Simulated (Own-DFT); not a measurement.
# Point defects and the pressure they add: zincblende GaAs

Calculated, not measured: single-point runs of Own-DFT, a retired in-house plane-wave DFT program that no person has reviewed, on unrelaxed cells, without spin or spin-orbit coupling.

All runs used: PBE; PseudoDojo norm-conserving scalar-relativistic files; cutoff 42 hartree; 3 x 3 x 3 k mesh centred on Gamma; Fermi-Dirac smearing of 0.1 eV.

Known weak points (not all hold for every row): not probed for a lower state with spin; forces not confirmed at this smearing and k mesh; stress not checked against mesh or cutoff.

All runs share one cell, with vectors in Å (10.862, 0.000, 0.000); (0.000, 10.862, 0.000); (0.000, 0.000, 11.796) and a volume of 1391.7 Å³, strained against the parent crystal. Atoms were moved at random from their sites; u is the rms move along one axis. The defect's site can differ from row to row.

| cell | formula | u (Å) | P (GPa) |
|---|---|---|---|
| no defect | As32Ga32 | 0.0296 | 6.68 |
| no defect | As32Ga32 | 0.0308 | 6.65 |
| no defect | As32Ga32 | 0.0501 | 7.02 |
| one P on an As site | As31Ga32P | 0.0316 | 6.41 |
| one P on an As site | As31Ga32P | 0.0316 | 6.39 |
| one P on an As site | As31Ga32P | 0.0472 | 6.69 |
| one As vacancy and one Ga vacancy | As31Ga31 | 0.0285 | ? |
| one As vacancy and one Ga vacancy | As31Ga31 | 0.0306 | 6.03 |
| one As vacancy and one Ga vacancy | As31Ga31 | 0.0449 | 6.18 |
| one As vacancy and one Ga vacancy | As31Ga31 | 0.0465 | 6.32 |
| one Al on a Ga site | AlAs32Ga31 | 0.0311 | 6.68 |
| one Al on a Ga site | AlAs32Ga31 | 0.0447 | 6.81 |
| one Al on a Ga site | AlAs32Ga31 | 0.0504 | 7.02 |
| one In on a Ga site | As32Ga31In | 0.0300 | 7.40 |
| one In on a Ga site | As32Ga31In | 0.0307 | 7.45 |
| one In on a Ga site | As32Ga31In | 0.0314 | 7.43 |

## Worked fit

P = P0 + c u² + a shift for each defect gives P0 = 6.47 GPa, c = 217 ± 18 GPa/Å² and a scatter of 0.04 GPa. The shifts, and each times the cell's volume:

- one In on a Ga site: 0.75 ± 0.03 GPa, 6.5 eV
- one Al on a Ga site: -0.03 ± 0.03 GPa, -0.3 eV (not resolved)
- one P on an As site: -0.28 ± 0.03 GPa, -2.4 eV
- one As vacancy and one Ga vacancy: -0.66 ± 0.03 GPa, -5.7 eV

Positive is outwards. The product with the volume (160.2 GPa Å³ to the eV) is nearly free of the cell's size; divided by the bulk modulus at the cell's pressure it gives the volume that the defect adds. The atoms around the defects weren't relaxed, which would change these numbers.

## Test on the hidden row

Question: what pressure belongs in the blank (one As vacancy and one Ga vacancy, u = 0.0285 Å)?

The fit gives 5.98 ± 0.05 GPa. Computed: 5.95 GPa.
